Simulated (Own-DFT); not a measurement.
# What a defect does to the pressure of its cell: zincblende GaP

Calculated, not measured: single-point runs of Own-DFT, a retired in-house plane-wave DFT program that no person has reviewed, on unrelaxed cells, without spin or spin-orbit coupling.

All runs used: PBE; PseudoDojo norm-conserving scalar-relativistic files; cutoff 42 hartree; 2 x 3 x 3 k mesh centred on Gamma; Fermi-Dirac smearing of 0.1 eV.

Keep in mind (not all hold for every row): not probed for a lower state with spin; forces on such cells failed a check on a denser k mesh; forces on such cells moved up to 12 meV/angstrom on a denser k mesh; forces on such cells passed a denser k mesh, each cell not checked; stress not checked against mesh or cutoff.

All runs share one cell, with vectors in Å (16.352, 0.000, 0.000); (0.000, 10.901, 0.000); (0.000, 0.000, 10.901) and a volume of 1943.1 Å³. u is the rms random offset of the atoms per axis. The defect's site can differ from row to row.

| cell | formula | u (Å) | P (GPa) |
|---|---|---|---|
| no defect | Ga48P48 | 0.0191 | 2.70 |
| no defect | Ga48P48 | 0.0196 | 2.72 |
| no defect | Ga48P48 | 0.0466 | 3.12 |
| one Ga on a P site and one P on a Ga site | Ga48P48 | 0.0309 | 2.90 |
| one Ga on a P site and one P on a Ga site | Ga48P48 | 0.0309 | 2.95 |
| one Ga on a P site and one P on a Ga site | Ga48P48 | 0.0511 | 3.38 |
| two P on a Ga site each | Ga46P50 | 0.0292 | 2.96 |
| two P on a Ga site each | Ga46P50 | 0.0479 | 3.29 |
| two P on a Ga site each | Ga46P50 | 0.0523 | 3.35 |
| two P vacancies | Ga48P46 | 0.0288 | 2.43 |
| two P vacancies | Ga48P46 | 0.0297 | 2.53 |
| two P vacancies | Ga48P46 | 0.0488 | ? |
| two P vacancies | Ga48P46 | 0.0505 | 2.87 |

## What the rows give

P = P0 + c u² + a shift for each defect gives P0 = 2.62 GPa, c = 235 ± 14 GPa/Å² and a scatter of 0.04 GPa. The shifts, and each times the cell's volume:

- two P on a Ga site each: 0.12 ± 0.04 GPa, 1.5 eV (0.7 eV for each of its 2 sites)
- one Ga on a P site and one P on a Ga site: 0.11 ± 0.03 GPa, 1.3 eV
- two P vacancies: -0.34 ± 0.03 GPa, -4.2 eV (-2.1 eV for each of its 2 sites)

Against the defect-free cell, a freed cell would be larger where the shift is positive and smaller where it is negative (160.2 GPa Å³ is 1 eV). The atoms around the defects weren't relaxed, which would change these numbers.

## The run left out

Asked: what pressure belongs in the blank (two P vacancies, u = 0.0488 Å)?

From the fit: 2.83 ± 0.05 GPa. The run itself gave 2.78 GPa.
